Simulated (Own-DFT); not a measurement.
# Point defects and the pressure they add: hexagonal WC

The numbers are computed, not measured, by runs of the plane-wave DFT program Own-DFT (in-house, retired, unreviewed) at fixed positions, with no spin and no spin-orbit coupling.

Method: PBE; PseudoDojo norm-conserving scalar-relativistic files; cutoff 50 hartree; 4 x 4 x 4 k mesh centred on Gamma; cold (Marzari-Vanderbilt) smearing of 0.2 eV.

Known weak points: forces on such cells moved up to 12 meV/angstrom on a denser k mesh; stress not checked against mesh or cutoff.

All runs share one cell, with vectors in Å (5.833, -5.052, -2.839); (0.000, -5.052, 8.518); (-5.833, -5.052, -2.839) and a volume of 669.4 Å³. u is the rms random offset of the atoms per axis. The defect's site can differ from row to row.

```
             cell  formula   u (Å)  P (GPa)
        no defect   C32W32  0.0176     3.21
        no defect   C32W32  0.0460     5.84
        no defect   C32W32  0.0511     6.71
    one W vacancy   C32W31  0.0318     2.17
    one W vacancy   C32W31  0.0514     4.32
    one W vacancy   C32W31  0.0552     5.08
one C on a W site   C33W31  0.0288     2.44
one C on a W site   C33W31  0.0325     2.98
one C on a W site   C33W31  0.0479        ?
one C on a W site   C33W31  0.0495     5.11
    one C vacancy   C31W32  0.0297     3.14
    one C vacancy   C31W32  0.0500     5.18
    one C vacancy   C31W32  0.0520     6.33
```

## Worked fit

P = P0 + c u² + a shift for each defect gives P0 = 2.72 GPa, c = 1507 ± 84 GPa/Å² and a scatter of 0.25 GPa. The shifts, and each times the cell's volume:

- one C vacancy: -0.90 ± 0.21 GPa, -3.8 eV
- one C on a W site: -1.39 ± 0.20 GPa, -5.8 eV
- one W vacancy: -2.24 ± 0.21 GPa, -9.3 eV

A positive shift means that the defect pushes the cell outwards. Shift times volume (160.2 GPa Å³ is 1 eV) depends little on the cell's size, so, taken for each site, it can be compared between cells at like pressure. The atoms around the defects weren't relaxed, which would change these numbers.

## Check

Asked: what pressure belongs in the blank (one C on a W site, u = 0.0479 Å)?

The fitted form gives 4.79 ± 0.30 GPa. Computed: 4.58 GPa.
